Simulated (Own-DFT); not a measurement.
# Computed records: Hf₃₆O₇₁ (tetragonal hafnia with one neutral oxygen vacancy, atoms displaced)

All values are calculated (Own-DFT development build). A calculation, not a measurement: plane-wave PBE and HSE06 DFT by an unreviewed code, no spin, of a simulated cell at Gamma alone, so results move with cell size and shape, stress positive in tension, energies less offsets, not probed for a lower state with spin; hafnium file: forces about 75 meV/angstrom off all-electron values; oxygen file: force components 24 meV/angstrom off all-electron in a glass; k mesh not checked against a denser one; forces and stress are PBE's, HSE06 gives the energy alone, and its difference from PBE has offsets of its own; offsets are fitted by least squares, one for each functional and potential file, so energies compare only between cells with the same atoms and settings and are not formation energies; the far tail of each file's local potential was reset to the Coulomb form; each entry is a single point on an unrelaxed cell, so the pressure reflects the starting lattice, taken from the Materials Project, from which strain is counted, and rises with the displacements; printed positions are rounded, which can move forces by about a meV/angstrom; the program is a retired in-house code; no spin-orbit coupling.

Settings shared by all entries: first functional PBE; second functional HSE06; exact exchange share 0.25; screening 0.11 1/bohr; exchange divergence Gygi-Baldereschi; potential files PseudoDojo norm-conserving, scalar-relativistic, made for PBE, standard set; wave cutoff 48 hartree; occupations fixed; k mesh 1 x 1 x 1 centred on Gamma.

```yaml
- entry: 1
  formula: Hf36O71
  kind: "tetragonal hafnia with one neutral oxygen vacancy, atoms displaced"
  structure:
    cell_angstrom: [[10.78, 0.0, 0.0], [0.0, 10.78, 0.0], [0.0, 0.0, 10.4493]]
    atoms_fractional:
      - [Hf, 0.0016, 0.99314, 0.99475]
      - [Hf, 0.15467, 0.16827, 0.24589]
      - [O, 0.99643, 0.17525, 0.14882]
      - [O, 0.16552, 0.99793, 0.35023]
      - [O, 0.00023, 0.1684, 0.39715]
      - [O, 0.17074, 0.99719, 0.10215]
      - [Hf, 0.9926, 0.99883, 0.50067]
      - [Hf, 0.17101, 0.16972, 0.74806]
      - [O, 0.99803, 0.16769, 0.64935]
      - [O, 0.16596, 0.99988, 0.85638]
      - [O, 0.0024, 0.16053, 0.90633]
      - [O, 0.17191, 0.99265, 0.59593]
      - [Hf, 0.99511, 0.33948, 0.00041]
      - [Hf, 0.16511, 0.50661, 0.25058]
      - [O, 0.99721, 0.50859, 0.15696]
      - [O, 0.16766, 0.33033, 0.34556]
      - [O, 0.99904, 0.5003, 0.40528]
      - [O, 0.1653, 0.3305, 0.10096]
      - [Hf, 0.00298, 0.3392, 0.49233]
      - [Hf, 0.16724, 0.50338, 0.75276]
      - [O, 0.00049, 0.49973, 0.64665]
      - [O, 0.1666, 0.32819, 0.84289]
      - [O, 0.99896, 0.50212, 0.90314]
      - [O, 0.16444, 0.34101, 0.59793]
      - [Hf, 0.99195, 0.66968, 0.00075]
      - [Hf, 0.16426, 0.83373, 0.25083]
      - [O, 0.00198, 0.82754, 0.15011]
      - [O, 0.16799, 0.66541, 0.35527]
      - [O, 0.00412, 0.83426, 0.3994]
      - [O, 0.16981, 0.66994, 0.09776]
      - [Hf, 0.0013, 0.66209, 0.50218]
      - [Hf, 0.16849, 0.83757, 0.75135]
      - [O, 0.99888, 0.83127, 0.64934]
      - [O, 0.16566, 0.66235, 0.8419]
      - [O, 0.99057, 0.83572, 0.89582]
      - [O, 0.17168, 0.66305, 0.58932]
      - [Hf, 0.33758, 0.99717, 0.99525]
      - [Hf, 0.49525, 0.16674, 0.25108]
      - [O, 0.32251, 0.16383, 0.15473]
      - [O, 0.50369, 0.00255, 0.34086]
      - [O, 0.33851, 0.16358, 0.39542]
      - [O, 0.49352, 0.00532, 0.09323]
      - [Hf, 0.33224, 0.99886, 0.49328]
      - [Hf, 0.4984, 0.16199, 0.75033]
      - [O, 0.32957, 0.16644, 0.65621]
      - [O, 0.5006, 0.00353, 0.8481]
      - [O, 0.32663, 0.15881, 0.90207]
      - [O, 0.51166, 0.00202, 0.59399]
      - [Hf, 0.33571, 0.34282, 0.99865]
      - [Hf, 0.5012, 0.50369, 0.25376]
      - [O, 0.32937, 0.49476, 0.15352]
      - [O, 0.49774, 0.33535, 0.351]
      - [O, 0.32938, 0.50699, 0.40478]
      - [Hf, 0.33335, 0.34063, 0.49799]
      - [Hf, 0.49533, 0.4992, 0.75172]
      - [O, 0.33338, 0.49867, 0.65734]
      - [O, 0.49614, 0.33203, 0.84562]
      - [O, 0.33124, 0.49893, 0.90018]
      - [O, 0.5045, 0.33915, 0.6071]
      - [Hf, 0.33429, 0.65673, 0.99704]
      - [Hf, 0.49943, 0.83301, 0.25136]
      - [O, 0.33047, 0.83901, 0.15632]
      - [O, 0.4997, 0.6645, 0.34437]
      - [O, 0.33753, 0.83624, 0.40073]
      - [O, 0.49517, 0.66501, 0.09709]
      - [Hf, 0.3229, 0.665, 0.49766]
      - [Hf, 0.50179, 0.83824, 0.7559]
      - [O, 0.32502, 0.82755, 0.64534]
      - [O, 0.50035, 0.66959, 0.84704]
      - [O, 0.3337, 0.8225, 0.90325]
      - [O, 0.49031, 0.6753, 0.60062]
      - [Hf, 0.66627, 0.99882, 0.00078]
      - [Hf, 0.83045, 0.15873, 0.25482]
      - [O, 0.66886, 0.16683, 0.15395]
      - [O, 0.84413, 0.01032, 0.3483]
      - [O, 0.6666, 0.15981, 0.40563]
      - [O, 0.82837, 0.00321, 0.09778]
      - [Hf, 0.66623, 0.99904, 0.50725]
      - [Hf, 0.83374, 0.16464, 0.74736]
      - [O, 0.66471, 0.1648, 0.64734]
      - [O, 0.82353, 0.99905, 0.83798]
      - [O, 0.67284, 0.16473, 0.90407]
      - [O, 0.83671, 0.99674, 0.59765]
      - [Hf, 0.66833, 0.33532, 0.98963]
      - [Hf, 0.83037, 0.50338, 0.24825]
      - [O, 0.65972, 0.49677, 0.14716]
      - [O, 0.83179, 0.33489, 0.34138]
      - [O, 0.66992, 0.50336, 0.40527]
      - [O, 0.8364, 0.33651, 0.0905]
      - [Hf, 0.6645, 0.33341, 0.49634]
      - [Hf, 0.83517, 0.49345, 0.74964]
      - [O, 0.6669, 0.49607, 0.64925]
      - [O, 0.83349, 0.3343, 0.85103]
      - [O, 0.667, 0.50296, 0.90819]
      - [O, 0.83781, 0.33381, 0.59989]
      - [Hf, 0.66499, 0.66705, 0.99863]
      - [Hf, 0.83981, 0.82532, 0.25422]
      - [O, 0.66378, 0.83005, 0.15153]
      - [O, 0.83066, 0.6625, 0.34444]
      - [O, 0.67102, 0.83419, 0.41171]
      - [O, 0.82956, 0.66109, 0.10687]
      - [Hf, 0.67408, 0.66304, 0.49927]
      - [Hf, 0.83249, 0.83485, 0.74412]
      - [O, 0.66647, 0.83394, 0.65654]
      - [O, 0.84533, 0.66418, 0.85237]
      - [O, 0.66666, 0.82906, 0.90296]
      - [O, 0.83397, 0.67599, 0.59004]
  results:
    "PBE_energy_of_cell_above_offsets [eV]": "-97.678"
    "HSE06_less_PBE_above_offsets [eV]": "-0.012"
    "PBE_pressure [GPa]": 2.29
    "PBE_stress_xx [GPa]": -0.54
    "PBE_stress_yy [GPa]": -3.56
    "PBE_stress_zz [GPa]": -2.78
    "PBE_stress_yz [GPa]": -0.03
    "PBE_stress_xz [GPa]": 0.66
    "PBE_stress_xy [GPa]": 0.09
    force_element: [Hf, Hf, O, O, O, O, Hf, Hf, O, O, O, O, Hf, Hf, O, O, O, O, Hf, Hf, O, O, O, O, Hf, Hf, O, O, O, O, Hf, Hf, O, O, O, O, Hf, Hf, O, O, O, O, Hf, Hf, O, O, O, O, Hf, Hf, O, O, O, Hf, Hf, O, O, O, O, Hf, Hf, O, O, O, O, Hf, Hf, O, O, O, O, Hf, Hf, O, O, O, O, Hf, Hf, O, O, O, O, Hf, Hf, O, O, O, O, Hf, Hf, O, O, O, O, Hf, Hf, O, O, O, O, Hf, Hf, O, O, O, O]
    "force_x [eV/angstrom]": [0.748, 0.935, -0.697, 0.07, 0.167, -1.67, 2.457, -1.629, 0.596, -0.13, -0.747, -1.153, 1.374, -0.067, 0.6, 0.109, 0.021, -0.193, -0.272, -0.743, -0.332, 0.023, 0.384, 0.745, 0.558, 1.351, -1.096, -0.474, -1.05, -0.44, 0.686, 0.102, 0.743, -0.198, 0.462, -2.831, -2.024, -0.737, 1.907, 0.136, 0.112, 1.792, -0.247, 0.05, 1.622, -0.05, 0.705, -3.56, -0.599, -0.212, 0.839, 0.333, 0.188, -0.103, 1.103, -0.228, 0.137, 0.153, -1.015, -0.211, -0.955, 0.912, 0.388, -0.009, 0.381, 3.268, -0.817, 1.167, 0.193, 0.021, 1.585, 0.071, 0.384, -1.181, -0.039, 0.117, 1.007, 1.034, 0.239, 0.587, 0.162, -0.509, -0.988, -0.205, -0.602, 0.422, -0.239, -0.239, -1.382, 0.686, 0.044, 0.355, -0.057, 0.022, -0.8, -0.61, -1.045, 0.738, 0.256, 0.394, -0.006, -2.673, 0.516, -0.247, -0.974, -0.156, 0.276]
    "force_y [eV/angstrom]": [1.907, -0.682, -0.666, 0.307, 0.145, -0.337, 0.873, -0.931, -0.528, -0.88, 0.695, 0.491, -2.155, -1.306, -0.09, 1.546, 0.757, 0.969, -2.051, -1.689, 0.796, 1.66, -0.078, -0.401, -0.321, 1.019, 0.0, 0.49, -0.96, -0.594, 1.01, 0.275, -0.063, 1.412, -0.6, -0.464, -0.018, -0.138, 0.641, -1.084, 0.976, -0.219, 0.093, 1.303, 0.105, -0.819, 1.689, -0.194, -3.095, -0.548, -0.136, 0.369, -2.045, -1.256, 0.689, -0.229, -0.208, 0.002, -0.358, 1.997, 0.225, -0.461, 0.732, -0.747, -0.063, 2.388, -2.067, 1.018, -0.811, 1.281, -0.762, 0.44, 2.695, 0.44, -4.04, 1.344, -0.714, 0.166, 0.565, 0.323, -0.143, 0.329, -0.024, -0.759, -1.962, -0.296, 0.039, -0.906, 0.772, -0.603, 0.354, 0.771, -0.273, -0.152, 0.156, 0.14, 1.605, 0.109, 0.803, -0.351, 0.717, 1.077, -0.679, -0.004, 0.057, 0.659, -0.466]
    "force_z [eV/angstrom]": [1.212, -0.149, 0.256, -0.142, 0.786, -0.68, -0.65, 0.777, 0.237, -1.186, -0.539, 0.357, 0.256, -0.374, -0.315, 0.638, -1.148, -1.072, 1.002, -1.031, 0.737, 0.431, -0.112, -0.669, -0.171, -0.134, -0.266, -1.034, -0.045, -0.241, 0.155, -0.622, 0.09, 0.582, 0.448, 1.943, 1.401, -1.018, -0.24, 0.45, 1.53, 0.297, 0.086, -0.658, -1.06, 0.19, -0.191, 1.354, 1.525, -1.156, -0.293, -0.184, -0.69, 0.209, -1.127, -0.498, 0.859, -0.646, -1.389, 1.085, -0.293, 0.071, 0.294, -0.185, -0.098, 0.388, -1.781, 1.45, 0.313, -0.466, -0.626, 0.579, -1.919, -0.082, 1.004, -0.269, -0.241, -1.378, 0.026, 0.953, 0.668, -0.55, 0.473, 2.209, -0.827, 0.907, 0.499, -0.949, 0.311, 0.788, -0.284, 0.779, -0.765, -1.527, -0.546, 0.912, -0.539, 0.498, 1.087, -1.016, -0.861, 0.996, 0.723, 0.159, -0.747, -0.166, 0.868]
- entry: 2
  formula: Hf36O71
  kind: "tetragonal hafnia with one neutral oxygen vacancy, atoms displaced"
  structure:
    cell_angstrom: [[10.78, 0.0, 0.0], [0.0, 10.78, 0.0], [0.0, 0.0, 10.4493]]
    atoms_fractional:
      - [Hf, 0.0023, 0.99875, 0.99915]
      - [Hf, 0.16541, 0.16833, 0.2464]
      - [O, 0.00149, 0.16681, 0.15124]
      - [O, 0.16485, 0.99917, 0.35245]
      - [O, 0.99979, 0.16358, 0.40523]
      - [O, 0.16848, 0.0033, 0.097]
      - [Hf, 0.99549, 0.99503, 0.49941]
      - [Hf, 0.1657, 0.17131, 0.75353]
      - [O, 0.99624, 0.16288, 0.65267]
      - [O, 0.1636, 0.00307, 0.84811]
      - [O, 0.00148, 0.16616, 0.9004]
      - [O, 0.16993, 0.00314, 0.59892]
      - [Hf, 0.99796, 0.33201, 0.99918]
      - [Hf, 0.16826, 0.49879, 0.25067]
      - [O, 0.00474, 0.50276, 0.14547]
      - [O, 0.17175, 0.33329, 0.34634]
      - [O, 0.0019, 0.49893, 0.4032]
      - [O, 0.16404, 0.3315, 0.09477]
      - [Hf, 0.00022, 0.33029, 0.49848]
      - [Hf, 0.16554, 0.49199, 0.7517]
      - [O, 0.00256, 0.49791, 0.65012]
      - [O, 0.16991, 0.33413, 0.84919]
      - [O, 0.00154, 0.49692, 0.90053]
      - [O, 0.16417, 0.33724, 0.60051]
      - [Hf, 0.99672, 0.66441, 0.00206]
      - [Hf, 0.16783, 0.83252, 0.24908]
      - [O, 0.00287, 0.83223, 0.14953]
      - [O, 0.16674, 0.66736, 0.34872]
      - [O, 0.1682, 0.6685, 0.09826]
      - [Hf, 0.99981, 0.66891, 0.50008]
      - [Hf, 0.1691, 0.82861, 0.74549]
      - [O, 0.00614, 0.83646, 0.64674]
      - [O, 0.16387, 0.67021, 0.84731]
      - [O, 0.00258, 0.83452, 0.90301]
      - [O, 0.16865, 0.66668, 0.59483]
      - [Hf, 0.33461, 0.99849, 0.00256]
      - [Hf, 0.49825, 0.16974, 0.24993]
      - [O, 0.33687, 0.16309, 0.15095]
      - [O, 0.49913, 0.99867, 0.34461]
      - [O, 0.3304, 0.16141, 0.40328]
      - [O, 0.49412, 0.9978, 0.0962]
      - [Hf, 0.33858, 0.99736, 0.49576]
      - [Hf, 0.50514, 0.16735, 0.75173]
      - [O, 0.3325, 0.16704, 0.64642]
      - [O, 0.50517, 0.99685, 0.85247]
      - [O, 0.32871, 0.16481, 0.9081]
      - [O, 0.4935, 0.99991, 0.60001]
      - [Hf, 0.33676, 0.33552, 0.99568]
      - [Hf, 0.50063, 0.50156, 0.25259]
      - [O, 0.33314, 0.49635, 0.14999]
      - [O, 0.50555, 0.33532, 0.34337]
      - [O, 0.32667, 0.49952, 0.40203]
      - [O, 0.49702, 0.33252, 0.10017]
      - [Hf, 0.33367, 0.33131, 0.50362]
      - [Hf, 0.49901, 0.50349, 0.74815]
      - [O, 0.33344, 0.49696, 0.6536]
      - [O, 0.49815, 0.3369, 0.84915]
      - [O, 0.33496, 0.50157, 0.90192]
      - [O, 0.49839, 0.34011, 0.59564]
      - [Hf, 0.33162, 0.66456, 0.99916]
      - [Hf, 0.49557, 0.8296, 0.25012]
      - [O, 0.3295, 0.83591, 0.14824]
      - [O, 0.49979, 0.66706, 0.3425]
      - [O, 0.33304, 0.82864, 0.39946]
      - [O, 0.50139, 0.66911, 0.10317]
      - [Hf, 0.3353, 0.66402, 0.49686]
      - [Hf, 0.49605, 0.83386, 0.74894]
      - [O, 0.33348, 0.83208, 0.65337]
      - [O, 0.49849, 0.66706, 0.85034]
      - [O, 0.33074, 0.83218, 0.89967]
      - [O, 0.49863, 0.67174, 0.59682]
      - [Hf, 0.66336, 0.99845, 0.99677]
      - [Hf, 0.83702, 0.16462, 0.25103]
      - [O, 0.66245, 0.16739, 0.1533]
      - [O, 0.83497, 0.99826, 0.34641]
      - [O, 0.66488, 0.16608, 0.40552]
      - [O, 0.83539, 0.00142, 0.09114]
      - [Hf, 0.6725, 0.001, 0.50071]
      - [Hf, 0.83648, 0.16432, 0.75217]
      - [O, 0.66598, 0.16665, 0.65017]
      - [O, 0.83516, 0.00542, 0.84688]
      - [O, 0.66657, 0.1637, 0.90006]
      - [O, 0.83269, 0.9991, 0.59623]
      - [Hf, 0.66805, 0.33565, 0.00559]
      - [Hf, 0.8319, 0.49743, 0.24938]
      - [O, 0.66224, 0.50165, 0.15768]
      - [O, 0.83095, 0.33021, 0.34797]
      - [O, 0.66689, 0.50356, 0.4035]
      - [O, 0.83485, 0.33497, 0.09743]
      - [Hf, 0.66558, 0.3345, 0.49889]
      - [Hf, 0.83524, 0.50009, 0.74926]
      - [O, 0.66772, 0.49931, 0.65558]
      - [O, 0.83803, 0.33237, 0.85297]
      - [O, 0.66958, 0.49679, 0.90222]
      - [O, 0.83492, 0.33573, 0.60101]
      - [Hf, 0.66754, 0.66122, 0.99926]
      - [Hf, 0.82955, 0.8334, 0.25313]
      - [O, 0.66258, 0.83012, 0.15253]
      - [O, 0.83387, 0.66217, 0.34479]
      - [O, 0.67093, 0.83529, 0.40264]
      - [O, 0.83506, 0.66647, 0.09841]
      - [Hf, 0.66293, 0.66825, 0.49955]
      - [Hf, 0.83561, 0.83488, 0.75033]
      - [O, 0.66531, 0.83425, 0.64955]
      - [O, 0.8359, 0.66925, 0.84803]
      - [O, 0.66884, 0.82875, 0.90329]
      - [O, 0.83681, 0.66647, 0.59584]
  results:
    "PBE_energy_of_cell_above_offsets [eV]": "-100.993"
    "HSE06_less_PBE_above_offsets [eV]": "-0.139"
    "PBE_pressure [GPa]": 0.57
    "PBE_stress_xx [GPa]": 0.03
    "PBE_stress_yy [GPa]": -0.68
    "PBE_stress_zz [GPa]": -1.05
    "PBE_stress_yz [GPa]": 0.1
    "PBE_stress_xz [GPa]": -0.14
    "PBE_stress_xy [GPa]": -0.01
    force_element: [Hf, Hf, O, O, O, O, Hf, Hf, O, O, O, O, Hf, Hf, O, O, O, O, Hf, Hf, O, O, O, O, Hf, Hf, O, O, O, Hf, Hf, O, O, O, O, Hf, Hf, O, O, O, O, Hf, Hf, O, O, O, O, Hf, Hf, O, O, O, O, Hf, Hf, O, O, O, O, Hf, Hf, O, O, O, O, Hf, Hf, O, O, O, O, Hf, Hf, O, O, O, O, Hf, Hf, O, O, O, O, Hf, Hf, O, O, O, O, Hf, Hf, O, O, O, O, Hf, Hf, O, O, O, O, Hf, Hf, O, O, O, O]
    "force_x [eV/angstrom]": [0.736, 1.081, -0.75, -0.563, -0.291, -0.467, 2.35, 0.278, 0.632, 0.057, -0.041, -0.41, 0.42, -0.232, -0.955, -0.384, -0.206, 0.684, -0.182, -0.273, -0.425, 0.047, -0.07, 0.308, 1.219, -0.32, -0.744, -0.491, -0.08, 0.572, 0.041, -1.38, 0.159, -0.661, -0.015, -0.952, -0.207, -0.762, 0.039, 0.492, 1.667, -1.698, -0.917, 0.609, -0.127, 0.496, 1.768, -0.583, -1.026, 0.184, -0.243, 0.74, 0.798, -0.849, -0.109, 0.067, 0.035, -0.178, 0.709, 0.028, 0.0, 0.641, 0.127, 0.346, -0.519, -1.311, 0.288, 0.255, 0.32, 0.345, 0.266, -0.175, -0.532, 1.069, 0.183, 0.248, -0.754, -1.729, -0.204, 0.1, -0.186, -0.303, 0.033, -0.516, 1.088, 1.017, 0.0, -0.085, -0.481, 0.455, 0.604, -0.252, -0.413, 0.042, -0.434, -0.351, 0.412, 0.575, 0.236, -0.085, -0.903, 1.167, -0.054, 0.367, 0.021, 0.316, -0.855]
    "force_y [eV/angstrom]": [-0.158, -0.749, 0.112, -0.493, 0.447, 0.042, -0.337, -2.183, 0.399, -0.487, 0.425, -0.243, 0.094, 0.343, -0.181, -0.434, -0.297, -0.156, 0.569, 1.738, 0.208, -0.103, 0.4, -0.34, 0.353, 0.322, 0.14, 0.128, -0.25, -0.032, 1.392, -0.195, -1.446, -0.257, 0.088, -0.15, -0.874, 0.429, -0.029, 1.337, -0.025, 0.239, -0.484, 0.872, 0.566, 0.503, -0.032, -0.503, -0.267, 0.243, -0.076, -0.124, 0.159, -0.668, -0.358, 0.205, -0.473, -0.064, -0.283, 0.832, 1.219, -0.264, -0.405, 0.153, -0.421, 0.323, 0.161, -0.205, -0.212, 0.02, -0.59, -0.384, -0.053, 0.006, 0.374, 0.018, 0.006, -0.166, 1.297, 0.059, -1.587, 1.102, -0.129, -1.133, 0.319, -0.373, 0.326, -0.432, 0.117, -0.157, -0.46, 0.355, 0.015, 0.271, 0.01, 1.222, -0.794, 0.374, 0.673, -0.491, -0.343, 0.472, -0.081, -0.012, -0.505, 0.336, 0.136]
    "force_z [eV/angstrom]": [-0.317, 0.28, 0.263, -0.969, -0.617, 0.426, 0.205, -0.819, 0.01, -0.404, 0.166, -0.677, -0.188, -0.31, 0.887, 0.142, -0.334, 0.158, 0.54, -0.432, 0.52, 0.296, -0.145, -0.225, -0.389, 0.037, 1.098, -0.272, -0.161, -0.516, 0.791, -0.116, -0.105, -0.31, 0.0, -0.573, -0.081, 0.529, 0.246, -0.392, 0.24, 0.539, -0.121, 1.222, -0.723, -0.885, 0.121, 0.829, -0.765, 0.319, 0.957, 0.045, -0.456, -0.234, 0.35, -0.115, -0.307, -0.276, 0.048, 0.199, -1.049, 0.377, 1.533, -0.042, -0.889, 0.366, 0.335, -0.526, -0.347, 0.104, 0.025, 0.661, -0.602, 0.014, 0.313, -0.147, 0.731, 0.122, -0.13, 0.24, -0.196, 0.342, 0.425, -0.581, 0.039, -0.833, -0.049, 0.072, 0.674, 0.385, -0.004, -0.289, -0.494, 0.334, -0.58, 0.406, -0.974, 0.283, 0.11, -0.11, -0.029, 0.351, 0.028, 0.519, -0.215, -0.126, 0.202]
```
